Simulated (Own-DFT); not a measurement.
# How strain changes the stress of wurtzite GaN, 96 atoms (Ga48N48)

All numbers below are calculated, not measured. The program, named Own-DFT, is a retired in-house plane-wave density functional code that no person has reviewed. Each row is one single-point run on a periodic cell that was not relaxed, without spin or spin-orbit coupling.

Settings of every run: PBE; PseudoDojo norm-conserving scalar-relativistic files (stringent for Ga); cutoff 96 hartree; 3 x 4 x 3 k mesh centred on Gamma; Gaussian smearing of 0.01 eV.

Known limits: forces on such cells passed a denser k mesh, each cell not checked; stress not checked against mesh or cutoff.

Unstrained cell vectors in Å: (12.756, 0.000, 0.000); (-4.783, 8.285, 0.000); (0.000, 0.000, 10.370). The unstrained cell has measured lattice constants (interpolated for alloys), not those of this functional. That, the random moves and any unrelaxed bonds set the pressure at no strain. Each run strains this cell uniformly, with the atoms carried along. Every atom was also moved at random, by a Gaussian of width 0.05 Å on each axis. Strain is the symmetric tensor, in per cent. Stress is positive in tension, and the pressure is minus a third of its trace.

| run | e_xx (%) | e_yy (%) | e_zz (%) | e_yz (%) | e_xz (%) | e_xy (%) | s_xx (GPa) | s_yy (GPa) | s_zz (GPa) | s_yz (GPa) | s_xz (GPa) | s_xy (GPa) | P (GPa) | E (meV/atom) |
|---|---|---|---|---|---|---|---|---|---|---|---|---|---|---|
| 1 | -0.68 | -1.38 | -1.12 | -1.18 | 0.29 | 0.61 | -10.74 | -14.16 | -16.58 | -2.84 | 0.62 | 1.08 | 13.83 | 34.3 |
| 2 | -0.14 | 0.60 | -1.93 | 1.07 | -1.42 | -1.84 | -8.82 | -7.39 | -16.01 | 2.88 | -3.13 | -5.83 | 10.74 | 36.4 |
| 3 | 1.96 | -0.27 | -0.58 | 1.40 | 0.13 | 0.04 | 0.28 | -6.54 | -7.83 | 2.83 | 0.27 | 0.32 | 4.69 | 0.0 |
| 4 | 0.84 | -0.09 | 0.44 | -0.67 | 0.79 | 1.55 | -4.85 | -5.21 | -4.33 | -1.24 | 1.78 | 4.94 | 4.79 | 6.5 |
| 5 | 1.70 | -1.89 | -0.16 | -1.82 | -0.53 | -1.28 | -2.55 | -13.79 | -7.13 | -4.21 | -1.35 | -3.33 | 7.83 | 19.1 |
| 6 | -1.58 | 0.41 | -0.16 | -0.71 | 1.18 | 0.13 | -14.52 | -6.67 | -8.53 | -0.96 | 3.10 | 0.46 | 9.91 | 16.4 |
| 7 | 0.35 | 1.51 | -1.69 | -0.82 | -0.08 | 1.72 | -7.02 | -1.64 | -12.64 | -1.06 | -0.46 | 5.25 | 7.10 | 19.8 |
| 8 | -0.19 | -0.80 | 1.48 | -1.00 | 0.60 | -0.46 | -7.93 | -10.01 | -1.80 | -1.83 | 1.28 | -1.38 | 6.58 | 22.9 |
| 9 | -1.47 | 1.54 | -0.06 | 1.23 | 1.39 | -1.88 | -12.67 | -3.46 | -6.67 | 4.03 | 3.81 | -4.72 | 7.60 | 26.6 |
| 10 | -1.92 | 1.12 | 1.42 | 1.82 | -1.25 | 0.91 | -13.00 | -4.13 | -2.65 | 4.22 | -3.41 | 3.59 | 6.59 | 29.4 |
| 11 | -0.44 | 1.03 | 1.22 | 0.27 | -1.91 | -1.19 | -7.51 | -3.03 | -1.92 | 1.02 | -4.46 | -4.28 | 4.15 | 14.0 |
| 12 | 0.57 | 1.70 | 1.10 | -0.59 | 1.73 | 0.98 | -2.70 | 1.15 | -1.08 | -1.17 | 2.42 | 2.61 | 0.88 | 1.3 |
| 13 | -1.64 | 0.79 | 0.14 | -0.52 | -1.32 | -0.21 | -14.45 | -5.57 | -6.76 | -0.76 | -3.58 | -0.33 | 8.93 | 18.1 |
| 14 | 1.17 | -1.65 | -0.05 | 0.05 | 1.06 | 1.50 | -3.76 | -15.11 | -6.92 | -0.28 | 1.84 | 5.10 | 8.59 | 24.5 |
| 15 | 0.00 | -1.74 | 0.09 | -1.87 | 1.03 | -1.28 | -9.97 | -15.82 | -8.00 | -4.02 | 1.76 | -4.87 | 11.26 | 43.4 |
| 16 | -0.65 | 1.14 | 0.71 | -0.68 | -0.57 | -0.98 | -6.82 | -3.55 | -4.10 | -1.43 | -1.71 | -2.76 | 4.82 | 4.9 |
| 17 | -1.47 | -0.18 | 0.63 | 0.79 | -1.98 | 1.23 | ? | ? | ? | ? | ? | ? | ? | ? |

E is the free energy for each atom above the lowest run shown.

## Worked fit

Each stress component was fitted by least squares to a constant and the strains of the runs shown, as fractions, with shears doubled. Shear strains stay in the fit of a normal stress only where such slopes are resolved. The slopes, in GPa:

| stress | at no strain | per e_xx | per e_yy | per e_zz | scatter |
|---|---|---|---|---|---|
| s_xx | -7.5 | 410 ± 24 | 82 ± 22 | 80 ± 25 | 0.97 |
| s_yy | -7.6 | 111 ± 23 | 432 ± 21 | 69 ± 24 | 0.92 |
| s_zz | -7.3 | 115 ± 24 | 93 ± 23 | 445 ± 25 | 0.98 |

Each shear stress against twice its own strain: yz 109 ± 4, xz 117 ± 6, xy 154 ± 7 GPa. These are stiffnesses along x, y and z of the frame in which the cell vectors are given, which need not be the crystal's axes. The atoms are held to the strained lattice; where symmetry lets them move under strain, relaxing them would lower some slopes. The table should be nearly symmetric about its diagonal, and what it lacks of that shows the noise. A ninth of its sum, 204 ± 5 GPa, estimates the bulk modulus near the mean pressure of these runs, 7.4 GPa, so it lies above the value at zero pressure.

## Withheld run

Question: what normal stresses and pressure should run 17 give?

The fit gives s_xx = -13.2, s_yy = -9.6, s_zz = -6.3 and P = 9.7 GPa. The calculation gave -12.06, -9.18, -6.07 and P = 9.11 GPa.
